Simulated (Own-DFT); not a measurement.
# A layer strained by its substrate: diamond-structure SiGeSn with randomly placed atoms, 64 atoms (Ge44Si16Sn4)

No measurement is shown. These are fixed-geometry runs of a retired plane-wave code named Own-DFT, which no person has reviewed; spin and spin-orbit coupling are neglected.

Common settings: PBE; PseudoDojo norm-conserving scalar-relativistic files; cutoff 49 hartree; 3 x 3 x 3 k mesh centred on Gamma; Fermi-Dirac smearing of 0.1 eV.

Known weak points: forces on such cells moved up to 12 meV/angstrom on a denser k mesh; stress not checked against mesh or cutoff.

Unstrained cell vectors in Å: (11.306, 0.000, 0.000); (0.000, 11.306, 0.000); (0.000, 0.000, 11.306). The unstrained cell has measured lattice constants (interpolated for alloys), not those of this functional. That, the random moves and any unrelaxed bonds set the pressure at no strain. Each run strains x and y alike by e, as a substrate would, and holds the height along z. Each atom got a random Gaussian move of width 0.05 Å along each axis. The random placing of the alloy's atoms differs from row to row. Stress is positive in tension.

```
e (%),u (Å),(s_xx + s_yy)/2 (GPa),s_zz (GPa)
-3.00,0.048,-10.68,-8.40
-2.25,0.050,-8.88,-7.25
-2.00,0.047,-8.32,-6.87
-0.75,0.055,-5.88,-5.38
-0.50,0.046,-5.03,-4.80
0.75,0.052,-2.97,-3.50
1.75,0.049,-1.18,-2.35
2.25,0.047,-0.43,-1.94
2.75,0.048,?,?
3.00,0.053,0.41,-1.38
```

## Analysis

With e as a fraction, the in-plane stress is -4.2 + 186 e - 959 e² GPa (errors 2 and 135, scatter 0.13), and s_zz is -4.3 + 118 e - 617 e² GPa (slope ± 2, scatter 0.09). At e = 0 the first slope is C11 + C12 and the second 2 C12, both with the ions held to the strained lattice and at the cell's own pressure. The term in e² is negative: the layer stiffens under compression and softens under tension. A free layer would change its height as e changes, and the in-plane slope would drop by 2 C12²/C11 to the biaxial modulus. At fixed height, a misfit of 1 % moves the in-plane stress by about 1.9 GPa and s_zz by 1.2 GPa.

## Withheld run

Q: what are the two stresses at e = 2.75 %?

The fit gives 0.2 and -1.5 GPa. The run itself gave 0.22 and -1.59 GPa.
